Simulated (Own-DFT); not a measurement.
# Strain and stress in 2H SiC, 72 atoms (C36Si36)

Calculated results; nothing here was measured. The program, named Own-DFT, is a retired in-house plane-wave density functional code that no person has reviewed. Each row is one single-point run on a periodic cell that was not relaxed, without spin or spin-orbit coupling.

Settings of every run: PBE; PseudoDojo norm-conserving scalar-relativistic files; cutoff 42 hartree; 4 x 4 x 3 k mesh centred on Gamma; Fermi-Dirac smearing of 0.1 eV.

Known limits: forces on such cells passed a denser k mesh, each cell not checked; stress not checked against mesh or cutoff.

Unstrained cell vectors in Å: (9.248, 0.000, 0.000); (-4.624, 8.009, 0.000); (0.000, 0.000, 10.068). The unstrained cell has measured lattice constants (interpolated for alloys), not those of this functional. That, the random moves and any unrelaxed bonds set the pressure at no strain. Each run strains this cell uniformly, with the atoms carried along. Every atom was also moved at random, by a Gaussian of width 0.05 Å on each axis. Strain is the symmetric tensor, in per cent. Stress is positive in tension, and the pressure is minus a third of its trace.

```
run,e_xx (%),e_yy (%),e_zz (%),e_yz (%),e_xz (%),e_xy (%),s_xx (GPa),s_yy (GPa),s_zz (GPa),s_yz (GPa),s_xz (GPa),s_xy (GPa),P (GPa),E (meV/atom)
1,-1.92,-1.74,1.77,1.86,0.64,1.28,-16.37,-16.33,1.19,5.74,1.04,6.73,10.50,41.4
2,0.20,0.63,-0.94,0.42,-0.35,-1.00,-3.04,-0.40,-11.89,1.04,-1.44,-3.63,5.11,0.0
3,-1.37,0.62,0.69,-1.85,0.63,0.61,-10.62,-0.45,-6.23,-5.28,2.57,2.77,5.77,24.3
4,-0.50,1.97,-1.11,-1.38,1.99,1.55,-6.56,5.10,-14.51,-4.67,7.16,7.85,5.32,32.0
5,-0.03,-0.09,-0.74,0.83,0.09,-0.27,-5.11,-5.33,-11.22,3.00,-0.34,-0.39,7.22,5.3
6,1.19,-1.73,0.68,-1.53,-1.47,-1.22,-0.34,-12.62,-3.95,-5.15,-4.65,-4.90,5.64,36.3
7,1.43,0.83,-0.47,-1.22,-1.31,1.30,3.92,0.55,-10.78,-3.26,-5.27,5.71,2.10,23.4
8,1.32,1.63,0.32,0.53,1.69,-1.47,2.91,5.94,-5.60,1.48,5.71,-7.54,-1.08,24.4
9,-0.31,1.27,-1.56,1.70,-0.52,0.85,-5.21,1.46,-18.45,5.59,-2.11,4.27,7.40,31.9
10,-1.95,1.86,0.79,0.14,-1.26,1.59,-14.16,3.77,-1.83,0.89,-3.92,7.01,4.07,21.4
11,0.63,-1.23,1.99,0.70,1.61,-1.29,-1.50,-11.06,4.25,2.50,4.70,-5.08,2.77,22.5
12,-0.60,-1.66,-1.97,1.70,0.02,-1.98,-9.26,-18.53,-20.55,6.32,1.04,-9.58,16.11,42.9
13,1.35,-1.65,-1.28,1.89,-1.22,-0.85,-0.81,-11.99,-14.83,5.47,-3.72,-5.01,9.21,33.7
14,1.25,-1.15,1.91,-0.32,-0.62,1.41,1.80,-8.38,2.99,0.05,-2.23,5.69,1.20,12.6
15,0.77,-1.75,-0.52,-1.17,-0.07,1.57,-0.88,-15.09,-12.91,-4.54,0.18,8.85,9.62,41.9
16,-1.52,-0.88,-1.13,0.90,1.26,-0.84,-16.08,-9.41,-17.29,3.02,5.19,-2.80,14.26,35.7
17,1.68,0.82,0.17,-0.88,0.57,-1.17,?,?,?,?,?,?,?,?
```

E is the free energy for each atom above the lowest run shown.

## Worked fit

Each stress component was fitted by least squares to a constant and the strains of the runs shown, as fractions, with shears doubled. Shear strains stay in the fit of a normal stress only where such slopes are resolved. The slopes, in GPa:

```
stress,at no strain,per e_xx,per e_yy,per e_zz,scatter
s_xx,-4.9,547 ± 22,85 ± 19,32 ± 21,1.02
s_yy,-4.6,98 ± 30,577 ± 26,53 ± 28,1.38
s_zz,-8.2,45 ± 27,36 ± 23,604 ± 26,1.26
```

Each shear stress against twice its own strain: yz 159 ± 7, xz 169 ± 7, xy 234 ± 11 GPa. These are stiffnesses along x, y and z of the frame in which the cell vectors are given, which need not be the crystal's axes. The atoms are held to the strained lattice; where symmetry lets them move under strain, relaxing them would lower some slopes. The table should be nearly symmetric about its diagonal, and what it lacks of that shows the noise. A ninth of its sum, 231 ± 6 GPa, estimates the bulk modulus near the mean pressure of these runs, 6.6 GPa, so it lies above the value at zero pressure.

## Withheld run

Question: what normal stresses and pressure should run 17 give?

The fit gives s_xx = 5.1, s_yy = 1.9, s_zz = -6.1 and P = -0.3 GPa. The calculation gave 5.64, -0.10, -5.32 and P = -0.07 GPa.
